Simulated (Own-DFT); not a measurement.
# Response to strain: wurtzite GaN, 96 atoms (Ga48N48)

All numbers below are calculated, not measured. The program, named Own-DFT, is a retired in-house plane-wave density functional code that no person has reviewed. Each row is one single-point run on a periodic cell that was not relaxed, without spin or spin-orbit coupling.

Settings of every run: PBE; PseudoDojo norm-conserving scalar-relativistic files (stringent for Ga); cutoff 96 hartree; 3 x 4 x 3 k mesh centred on Gamma; Gaussian smearing of 0.01 eV.

Known limits: forces on such cells passed a denser k mesh, each cell not checked; stress not checked against mesh or cutoff.

Unstrained cell vectors in Å: (12.756, 0.000, 0.000); (-4.784, 8.285, 0.000); (0.000, 0.000, 10.370). The unstrained cell has measured lattice constants (interpolated for alloys), not those of this functional. That, the random moves and any unrelaxed bonds set the pressure at no strain. Each run strains this cell uniformly, with the atoms carried along. Every atom was also moved at random, by a Gaussian of width 0.05 Å on each axis. Strain is the symmetric tensor, in per cent. Stress is positive in tension, and the pressure is minus a third of its trace.

| run | e_xx (%) | e_yy (%) | e_zz (%) | s_xx (GPa) | s_yy (GPa) | s_zz (GPa) | P (GPa) | E (meV/atom) |
|---|---|---|---|---|---|---|---|---|
| 1 | 0.00 | 0.00 | 1.50 | -5.60 | -8.71 | 0.69 | 4.54 | 7.9 |
| 2 | 0.00 | 0.00 | 2.75 | -5.63 | -5.08 | 3.83 | 2.29 | 9.4 |
| 3 | 0.00 | 0.00 | -0.50 | -6.73 | -6.24 | -11.05 | 8.01 | 9.3 |
| 4 | 0.00 | 0.00 | -0.50 | -6.87 | -7.52 | -9.59 | 7.99 | 7.5 |
| 5 | 0.00 | 0.00 | -1.25 | -7.94 | -7.45 | -12.98 | 9.46 | 13.4 |
| 6 | 0.00 | 0.00 | 0.75 | -5.79 | -5.65 | -5.94 | 5.79 | 10.6 |
| 7 | 0.00 | 0.00 | 1.75 | -5.89 | -6.10 | 0.26 | 3.91 | 6.6 |
| 8 | 0.00 | 0.00 | -1.25 | -7.19 | -7.60 | -13.64 | 9.48 | 13.0 |
| 9 | 0.00 | 0.00 | 0.75 | -6.23 | -5.61 | -5.56 | 5.80 | 12.3 |
| 10 | 0.00 | 0.00 | 1.50 | -5.66 | -6.17 | -0.93 | 4.25 | 3.0 |
| 11 | 0.00 | 0.00 | 1.75 | -6.18 | -6.15 | 0.15 | 4.06 | 12.5 |
| 12 | 0.00 | 0.00 | 2.75 | -4.14 | -4.14 | 3.19 | 1.70 | 0.0 |
| 13 | 0.00 | 0.00 | -0.25 | ? | ? | ? | ? | ? |

E is the free energy for each atom above the lowest run shown.

## Worked fit

The change of volume is close to e_xx + e_yy + e_zz. A straight line through the runs shown gives P = 7.15 - 185 x (fractional change of volume) GPa, with an error of 3 on the slope and a scatter of 0.16 GPa. The strain isn't the same on all axes and the cell isn't cubic, so the slope belongs to this path and is not the bulk modulus.

## Withheld run

Question: what pressure should run 13 give? Its volume changes by -0.25 %.

The line gives 7.6 GPa. The calculation gave 7.54 GPa.
